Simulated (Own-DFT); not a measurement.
# Which defects push the lattice out? C40 NbSi2

Source: density functional calculations with Own-DFT, an unreviewed in-house program that is no longer used. Nothing was measured or relaxed, and spin and spin-orbit coupling are left out.

Common settings: PBE; PseudoDojo norm-conserving scalar-relativistic files; cutoff 42 hartree; 4 x 4 x 5 k mesh centred on Gamma; cold (Marzari-Vanderbilt) smearing of 0.2 eV.

Keep in mind: forces on such cells failed a check on a denser k mesh; stress not checked against mesh or cutoff.

All runs share one cell, with vectors in Å (0.000, 8.324, 0.000); (-9.613, 0.000, 0.000); (0.000, 0.000, 6.586) and a volume of 527.0 Å³. Atoms were moved at random from their sites; u is the rms move along one axis. The defect's site can differ from row to row.

```
cell,formula,u (Å),P (GPa)
no defect,Nb12Si24,0.0194,1.52
no defect,Nb12Si24,0.0485,2.67
no defect,Nb12Si24,0.0495,2.60
two Nb on a Si site each,Nb14Si22,0.0277,7.49
two Nb on a Si site each,Nb14Si22,0.0310,7.77
two Nb on a Si site each,Nb14Si22,0.0520,8.15
two Si on a Nb site each,Nb10Si26,0.0276,1.43
two Si on a Nb site each,Nb10Si26,0.0305,1.64
two Si on a Nb site each,Nb10Si26,0.0487,2.37
two Si on a Nb site each,Nb10Si26,0.0518,?
one Si vacancy,Nb12Si23,0.0294,1.09
one Si vacancy,Nb12Si23,0.0304,0.84
one Si vacancy,Nb12Si23,0.0453,1.85
```

## What the rows give

P = P0 + c u² + a shift for each defect gives P0 = 1.41 GPa, c = 497 ± 69 GPa/Å² and a scatter of 0.19 GPa. The shifts, and each times the cell's volume:

- two Nb on a Si site each: 5.66 ± 0.15 GPa, 18.6 eV (9.3 eV for each of its 2 sites)
- two Si on a Nb site each: -0.27 ± 0.16 GPa, -0.9 eV (-0.4 eV for each of its 2 sites) (not resolved)
- one Si vacancy: -0.78 ± 0.16 GPa, -2.6 eV

Against the defect-free cell, a freed cell would be larger where the shift is positive and smaller where it is negative (160.2 GPa Å³ is 1 eV). The atoms around the defects weren't relaxed, which would change these numbers.

## Prediction

The question: what pressure belongs in the blank (two Si on a Nb site each, u = 0.0518 Å)?

From the fit: 2.47 ± 0.24 GPa. The run itself gave 2.37 GPa.
